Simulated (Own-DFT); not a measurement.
# Strain and stress in zincblende GaP, 64 atoms (Ga32P32)

Source: density functional calculations with Own-DFT, an unreviewed in-house program that is no longer used. Nothing was measured or relaxed, and spin and spin-orbit coupling are left out.

All runs used: PBE; PseudoDojo norm-conserving scalar-relativistic files; cutoff 42 hartree; 3 x 3 x 3 k mesh centred on Gamma; Fermi-Dirac smearing of 0.1 eV.

Keep in mind: forces on such cells passed a denser k mesh, each cell not checked; stress not checked against mesh or cutoff.

Unstrained cell vectors in Å: (10.901, 0.000, 0.000); (0.000, 10.901, 0.000); (0.000, 0.000, 10.901). The unstrained cell has measured lattice constants (interpolated for alloys), not those of this functional. That, the random moves and any unrelaxed bonds set the pressure at no strain. Each run strains this cell uniformly, with the atoms carried along. Each atom got a random Gaussian move of width 0.05 Å along each axis. Stress is counted positive in tension, P = -(s_xx + s_yy + s_zz)/3, and strain components are those of the symmetric tensor.

| run | e_xx (%) | e_yy (%) | e_zz (%) | e_yz (%) | e_xz (%) | e_xy (%) | s_xx (GPa) | s_yy (GPa) | s_zz (GPa) | s_yz (GPa) | s_xz (GPa) | s_xy (GPa) | P (GPa) | E (meV/atom) |
|---|---|---|---|---|---|---|---|---|---|---|---|---|---|---|
| 1 | -1.82 | -0.13 | 1.95 | -1.87 | 1.62 | -1.13 | -4.77 | -3.79 | -2.27 | -3.79 | 3.16 | -1.60 | 3.61 | 27.2 |
| 2 | -1.20 | -1.35 | 0.10 | -1.20 | 0.55 | -0.02 | -5.91 | -5.94 | -4.92 | -2.61 | 1.54 | 0.05 | 5.59 | 27.3 |
| 3 | -0.28 | -1.32 | 1.72 | -0.08 | -1.64 | -1.98 | -3.94 | -4.66 | -2.40 | -0.01 | -2.87 | -4.26 | 3.67 | 38.6 |
| 4 | 0.47 | -1.35 | -1.88 | -0.27 | -0.27 | 0.23 | -4.92 | -6.27 | -6.69 | -0.38 | -1.12 | -0.44 | 5.96 | 30.9 |
| 5 | 1.14 | 1.28 | -1.22 | 0.45 | -0.74 | -1.21 | -1.70 | -1.56 | -3.12 | 1.01 | -1.12 | -1.39 | 2.13 | 4.9 |
| 6 | 1.30 | 0.61 | 0.47 | -0.50 | -0.09 | 0.71 | -0.80 | -1.33 | -1.35 | -0.44 | 0.02 | 1.62 | 1.16 | 0.0 |
| 7 | -0.87 | 0.63 | 1.01 | -0.57 | -1.02 | 0.40 | -3.58 | -2.37 | -2.20 | -0.97 | -2.08 | 1.22 | 2.72 | 16.4 |
| 8 | 1.72 | 0.45 | 0.85 | -1.59 | 2.00 | -1.82 | -0.87 | -1.67 | -1.47 | -2.37 | 3.44 | -3.24 | 1.34 | 28.4 |
| 9 | -1.55 | 0.53 | -0.12 | -0.62 | -1.97 | 0.82 | -5.27 | -3.79 | -4.33 | -1.06 | -4.15 | 1.56 | 4.46 | 20.1 |
| 10 | -0.38 | 0.97 | -1.78 | -1.60 | -0.26 | -0.93 | -4.30 | -3.36 | -5.36 | -2.99 | -0.50 | -1.56 | 4.34 | 17.8 |
| 11 | 1.74 | -1.84 | -0.54 | -0.09 | -0.99 | -0.09 | -2.70 | -5.12 | -4.41 | 0.69 | -2.07 | -0.48 | 4.08 | 28.6 |
| 12 | -0.23 | 0.95 | 0.15 | -1.58 | -1.60 | 0.71 | -2.95 | -2.10 | -2.81 | -2.30 | -3.14 | 1.53 | 2.62 | 13.1 |
| 13 | 0.66 | 1.24 | -1.74 | -0.58 | -1.22 | 1.11 | -2.85 | -2.33 | -4.41 | -1.26 | -2.21 | 1.35 | 3.19 | 14.8 |
| 14 | -0.84 | -1.91 | -1.29 | 1.15 | 0.02 | 0.35 | -7.21 | -7.88 | -7.42 | 2.24 | 0.70 | 0.05 | 7.50 | 52.4 |
| 15 | 1.69 | -0.89 | 1.71 | -0.52 | -0.83 | -0.44 | -0.64 | -2.19 | -0.52 | -1.27 | -1.39 | -0.68 | 1.12 | 3.4 |
| 16 | 1.22 | 0.40 | -0.83 | 1.05 | -0.08 | -0.95 | ? | ? | ? | ? | ? | ? | ? | ? |

E is the free energy per atom, counted from the lowest run shown.

## Working it out

Least squares on the runs shown: each stress against a constant and the strains, taken as fractions with shears doubled. Shear strains stay in the fit of a normal stress only where such slopes are resolved. The slopes, in GPa:

```
stress,at no strain,per e_xx,per e_yy,per e_zz,scatter
s_xx,-3.5,135 ± 5,75 ± 5,62 ± 5,0.24
s_yy,-3.5,68 ± 5,144 ± 6,62 ± 5,0.25
s_zz,-3.5,67 ± 5,75 ± 6,132 ± 5,0.24
```

The slope of each shear stress on twice its own strain, from a fit on all six strains: yz 91 ± 9, xz 99 ± 6, xy 91 ± 7 GPa. These are stiffnesses along x, y and z of the frame in which the cell vectors are given, which need not be the crystal's axes. The atoms are held to the strained lattice; where symmetry lets them move under strain, relaxing them would lower some slopes. The table should be nearly symmetric about its diagonal, and what it lacks of that shows the noise. A ninth of the table's sum, 91 ± 3 GPa, estimates the bulk modulus near the mean pressure of these runs, 3.6 GPa, so it lies above the value at zero pressure.

## The run left out

Asked: what normal stresses and pressure should run 16 give?

From the fit: s_xx = -2.1, s_yy = -2.6, s_zz = -3.5 and P = 2.7 GPa. Computed: -1.85, -2.50, -3.28 and P = 2.54 GPa.
